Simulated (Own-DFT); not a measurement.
# How strain changes the stress of 6H (3C twinned every three layers) SiC, 48 atoms (C24Si24)

All numbers below are calculated, not measured. They come from Own-DFT, an in-house plane-wave density functional program, since retired, whose code no person has reviewed. Each row is one single-point run on a periodic cell that was not relaxed, without spin or spin-orbit coupling.

Settings of every run: PBE; PseudoDojo norm-conserving scalar-relativistic files; cutoff 42 hartree; 5 x 5 x 2 k mesh centred on Gamma; Fermi-Dirac smearing of 0.1 eV.

Known limits: forces on such cells passed a denser k mesh, each cell not checked; stress not checked against mesh or cutoff.

Unstrained cell vectors in Å: (4.360, -4.360, 0.000); (0.000, 4.360, -4.360); (8.719, 8.719, 8.719). The unstrained cell has measured lattice constants (interpolated for alloys), not those of this functional. That, the random moves and any unrelaxed bonds set the pressure at no strain. Each run strains this cell uniformly, with the atoms carried along. Every atom was also moved at random, by a Gaussian of width 0.05 Å on each axis. Strain is the symmetric tensor, in per cent. Stress is positive in tension, and the pressure is minus a third of its trace.

```
run,e_xx (%),e_yy (%),e_zz (%),e_yz (%),e_xz (%),e_xy (%),s_xx (GPa),s_yy (GPa),s_zz (GPa),s_yz (GPa),s_xz (GPa),s_xy (GPa),P (GPa),E (meV/atom)
1,-0.97,1.15,0.55,-1.69,0.91,-1.65,-7.79,-0.51,-3.00,-5.88,3.27,-8.01,3.77,21.8
2,-1.31,-1.27,1.44,0.11,-0.32,-1.79,-11.87,-11.22,-1.73,-1.80,-2.16,-8.90,8.27,18.8
3,-0.12,1.85,1.22,0.16,-1.48,-0.96,-4.71,3.10,3.06,-0.67,-7.92,-3.58,-0.48,16.4
4,-0.09,1.76,-0.03,-0.82,0.99,1.64,-3.55,2.97,-4.96,-1.76,3.80,6.75,1.84,16.2
5,0.27,1.12,0.88,1.01,0.28,1.40,-2.80,-0.48,1.49,5.34,1.37,5.38,0.60,1.5
6,0.60,-1.07,1.38,-1.79,0.54,1.71,-3.93,-10.77,3.00,-8.09,1.63,7.39,3.90,15.5
7,-1.02,-1.89,-0.49,1.37,1.21,0.69,-15.41,-15.21,-10.96,6.47,8.19,5.28,13.86,27.9
8,1.75,-1.06,-1.03,1.77,0.42,0.65,1.17,-11.82,-9.04,8.44,0.37,5.12,6.56,16.8
9,-1.81,1.58,0.09,-1.63,-0.05,-0.55,-12.60,0.27,-5.92,-8.88,0.10,-4.39,6.08,28.3
10,0.64,-0.82,0.72,0.26,0.58,1.66,-2.69,-8.26,-0.57,1.78,1.46,6.63,3.84,0.0
11,-1.41,-1.53,1.64,-0.32,1.35,0.85,-12.28,-12.16,-1.14,-2.19,4.96,3.40,8.53,19.3
12,-0.39,1.43,1.05,1.99,-0.75,1.85,-4.62,0.20,0.66,8.57,-2.29,8.11,1.25,10.1
13,0.93,-0.26,0.92,0.42,-1.35,-0.18,-0.30,-7.08,1.43,2.18,-5.63,-1.67,1.99,3.4
14,0.22,-0.36,-1.45,-1.69,-1.27,-0.39,-7.44,-8.05,-11.64,-8.85,-8.20,-4.92,9.04,1.7
15,1.53,1.01,1.34,-1.94,-0.36,-0.12,3.00,2.70,2.76,-8.34,-2.63,-1.75,-2.82,2.3
16,-1.59,1.64,-1.13,-1.66,-0.91,-0.05,?,?,?,?,?,?,?,?
```

E is the free energy for each atom above the lowest run shown.

## Worked fit

Each stress component was fitted by least squares to a constant and the strains of the runs shown, as fractions, with shears doubled. Shear strains stay in the fit of a normal stress only where such slopes are resolved. The slopes, in GPa:

| stress | at no strain | per e_xx | per e_yy | per e_zz | scatter |
|---|---|---|---|---|---|
| s_xx | -6.0 | 478 ± 26 | 121 ± 21 | 100 ± 30 | 1.04 |
| s_yy | -6.0 | 48 ± 26 | 468 ± 21 | 72 ± 30 | 1.04 |
| s_zz | -5.1 | 154 ± 25 | 83 ± 20 | 494 ± 29 | 0.99 |

Each shear stress against twice its own strain: yz 229 ± 9, xz 228 ± 24, xy 204 ± 16 GPa. These are stiffnesses along x, y and z of the frame in which the cell vectors are given, which need not be the crystal's axes. The atoms are held to the strained lattice; where symmetry lets them move under strain, relaxing them would lower some slopes. The table should be nearly symmetric about its diagonal, and what it lacks of that shows the noise. A ninth of its sum, 224 ± 4 GPa, estimates the bulk modulus near the mean pressure of these runs, 4.4 GPa, so it lies above the value at zero pressure.

## Withheld run

Question: what normal stresses and pressure should run 16 give?

The fit gives s_xx = -12.8, s_yy = 0.1, s_zz = -11.8 and P = 8.1 GPa. The calculation gave -14.55, -0.70, -11.28 and P = 8.84 GPa.
